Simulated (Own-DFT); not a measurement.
# Computed records: Si₃N₄ (beta silicon nitride, atoms displaced)

A calculation, not a measurement: plane-wave PBE density functional theory by an unreviewed code, no spin, of a simulated periodic cell, stress positive in tension, free energy of the whole cell less one offset for each atom, forces on such cells passed a denser k mesh, this cell's mesh not checked; offsets are fitted by least squares, one for each functional and potential file, so energies compare only between cells with the same atoms and settings and are not formation energies; the far tail of each file's local potential was reset to the Coulomb form; each entry is a single point on an unrelaxed cell, so the pressure reflects the starting lattice, mostly measured values (interpolated for alloys), from which strain is counted, and rises with the displacements; printed positions are rounded, which can move forces by about a meV/angstrom; the program, named Own-DFT, is a retired in-house code; no spin-orbit coupling. Program: Own-DFT development build.

Settings shared by all entries: functional PBE; potential files PseudoDojo norm-conserving, scalar-relativistic, standard set; wave cutoff 42 hartree; occupations Fermi-Dirac; smearing width 0.1 eV; k mesh 3 x 3 x 3 centred on Gamma.

(1) 
```xyz
42
Lattice="7.6060 0.0000 0.0000 -3.8030 6.5870 0.0000 0.0000 0.0000 8.7270" Properties=species:S:1:pos:R:3:force_x:R:1:force_y:R:1:force_z:R:1 formula=Si3N4 free_energy_of_cell_above_offsets=-7.230 pressure=5.59 stress_xx=-4.28 stress_yy=-6.16 stress_zz=-6.32 stress_yz=0.61 stress_xz=-0.42 stress_xy=-1.69
Si    -1.6022     5.0683     0.7237      0.597      0.011     -0.824
Si     0.2011     2.6744     0.7284      0.701      0.147     -0.191
Si     1.3973     5.4727     0.7190     -0.793     -1.217      0.478
Si     5.4143     1.5034     2.1772     -1.402      1.597      0.607
Si     3.5970     3.9381     2.1504      0.012     -1.071      0.897
Si     2.4334     1.1070     2.1720     -0.126      2.513      0.407
N      2.3830     0.2286     0.7354      0.069     -1.562     -1.171
N      6.2271     1.9834     0.7710      0.129      -0.43       -1.9
N      2.7672     4.4026     0.7459     -0.134      0.652     -1.628
N      1.3738     6.4190     2.1920       0.25     -1.307      -0.45
N     -2.4254     4.6114     2.1370      0.066       0.24      1.324
N      1.0300     2.1962     2.1335      0.135     -0.707      2.034
N      0.0068     4.3867     0.7332     -0.029      0.975     -0.239
N      3.7985     2.2227     2.2064      0.467      -1.02     -0.212
Si    -1.6005     5.0700     3.6375      0.179     -0.783     -0.676
Si     0.1800     2.6406     3.6758      2.003      0.944     -1.443
Si     1.3949     5.4261     3.6204     -0.197      -0.16      0.543
Si     5.4168     1.5057     5.0848     -1.269      1.176     -0.011
Si     3.5922     3.8972     5.0877     -0.101     -0.335     -1.024
Si     2.4168     1.1428     5.0981      0.118       0.14     -0.747
N      2.3985     0.1863     3.6205     -0.219      0.249      0.755
N      6.2362     1.9789     3.6277     -0.669      -0.55      0.434
N      2.7957     4.3979     3.6195      -0.29       0.72      0.207
N      1.4006     6.4072     5.0917      0.215     -1.185     -0.123
N     -2.4466     4.6042     5.0829      0.754       0.34     -0.103
N      1.0445     2.1771     5.1190     -0.828      0.144     -0.388
N      0.0084     4.3906     3.6419     -0.359     -0.264      0.168
N      3.7525     2.1936     5.0990      2.129     -0.469     -0.124
Si    -1.5736     5.0714     6.5142     -0.854     -0.129      0.809
Si     0.2376     2.6783     6.5797     -0.209      0.554     -1.035
Si     1.3822     5.4559     6.5575       0.79     -1.103     -1.315
Si     5.4336     1.4841     7.9891     -0.514      1.908      0.351
Si     3.5826     3.9054     7.9719      0.446     -1.039      1.184
Si     2.4477     1.1244     7.9740     -0.445      1.017       1.13
N      2.4145     0.2228     6.5436     -0.249     -1.533     -0.479
N      6.2566     1.9794     6.5229     -0.175     -0.202      0.624
N      2.8326     4.3653     6.5216     -2.405      1.774      0.563
N      1.3821     6.3912     7.9705      0.555     -0.346      0.957
N     -2.4383     4.5930     7.9847      0.633      0.579     -0.151
N      1.0319     2.1731     7.9824      0.191     -0.267      0.945
N      0.0084     4.4248     6.5614      0.324     -0.906     -0.128
N      3.8150     2.1522     8.0036      0.504      0.903     -0.055
```

Units: free_energy_of_cell_above_offsets in eV; pressure, stress_xx, stress_yy, stress_zz, stress_yz, stress_xz, stress_xy in GPa; force_x, force_y, force_z in eV/Å.

(2) 
```xyz
42
Lattice="7.6060 0.0000 0.0000 -3.8030 6.5870 0.0000 0.0000 0.0000 8.7270" Properties=species:S:1:pos:R:3:force_x:R:1:force_y:R:1:force_z:R:1 formula=Si3N4 free_energy_of_cell_above_offsets=-7.327 pressure=5.53 stress_xx=-4.46 stress_yy=-5.27 stress_zz=-6.85 stress_yz=-0.87 stress_xz=0.93 stress_xy=-0.54
Si    -1.6248     5.0657     0.7492      1.358     -0.193     -1.421
Si     0.2068     2.6417     0.7316      0.073      1.451      0.022
Si     1.3860     5.4343     0.7262     -1.678     -0.416      0.251
Si     5.4131     1.5107     2.1918     -1.711     -0.209     -0.785
Si     3.5886     3.9233     2.1979     -0.718     -0.691     -1.105
Si     2.3950     1.1486     2.1674      0.549      0.489      0.901
N      2.4085     0.1910     0.7751     -0.355      0.097     -1.825
N      6.2325     1.9593     0.7386      -0.24     -0.222     -0.278
N      2.7147     4.4004     0.7196      1.884     -0.668       0.25
N      1.3573     6.3629     2.1635      0.596      0.835      1.309
N     -2.4345     4.6176     2.1608     -0.688     -0.288      1.314
N      1.0246     2.2042     2.1868     -0.336     -0.586      0.268
N     -0.0125     4.3842     0.7287     -0.282     -0.089      -0.01
N      3.7711     2.1978     2.1811      1.209     -0.035      0.001
Si    -1.6253     5.0545     3.6389      1.588      0.674       -0.5
Si     0.2009     2.6640     3.6458      0.512      0.312       -0.4
Si     1.3596     5.4435     3.6704      0.376     -1.153     -1.637
Si     5.4065     1.5049     5.0445     -1.044      0.198      2.386
Si     3.6097     3.8927     5.1067     -0.305       0.58     -0.773
Si     2.3827     1.1752     5.0908      1.314     -0.825      0.128
N      2.3862     0.2191     3.6448     -0.239     -0.629     -0.094
N      6.2017     1.9750     3.6505      1.197      0.332     -0.856
N      2.7640     4.3630     3.6204       -0.1      0.934      1.357
N      1.4074     6.3674     5.0892      0.356      0.725      0.863
N     -2.4038     4.6545     5.1015     -1.758      -1.05     -0.635
N      1.0387     2.2019     5.0939     -0.986      0.062      0.077
N      0.0181     4.3646     3.6339     -1.453      0.688      0.225
N      3.7991     2.2019     5.1091      0.522     -0.921      -0.13
Si    -1.6045     5.0639     6.5280      0.665      -0.09      1.549
Si     0.2095     2.6616     6.5470       0.44      1.319      0.616
Si     1.4040     5.4611     6.5872     -0.678     -1.379     -0.799
Si     5.3918     1.5261     7.9845     -0.161      0.321      0.781
Si     3.5542     3.9063     7.9948      0.696       -0.5      0.998
Si     2.4430     1.1332     7.9720     -0.948     -0.097      1.492
N      2.3906     0.1851     6.5487      -0.13      0.707     -0.626
N      6.2419     1.9927     6.5614     -0.711     -0.711     -1.206
N      2.7805     4.3418     6.5514     -1.067      1.389     -0.532
N      1.3799     6.3946     8.0196      0.445      0.291     -0.385
N     -2.4547     4.6166     7.9971      -0.21      0.025      0.091
N      1.0273     2.1979     8.0160      0.556     -0.883      -0.64
N     -0.0106     4.4129     6.5692       0.73     -0.481     -0.232
N      3.7849     2.1722     7.9977      0.736      0.687     -0.009
```

Units: free_energy_of_cell_above_offsets in eV; pressure, stress_xx, stress_yy, stress_zz, stress_yz, stress_xz, stress_xy in GPa; force_x, force_y, force_z in eV/Å.
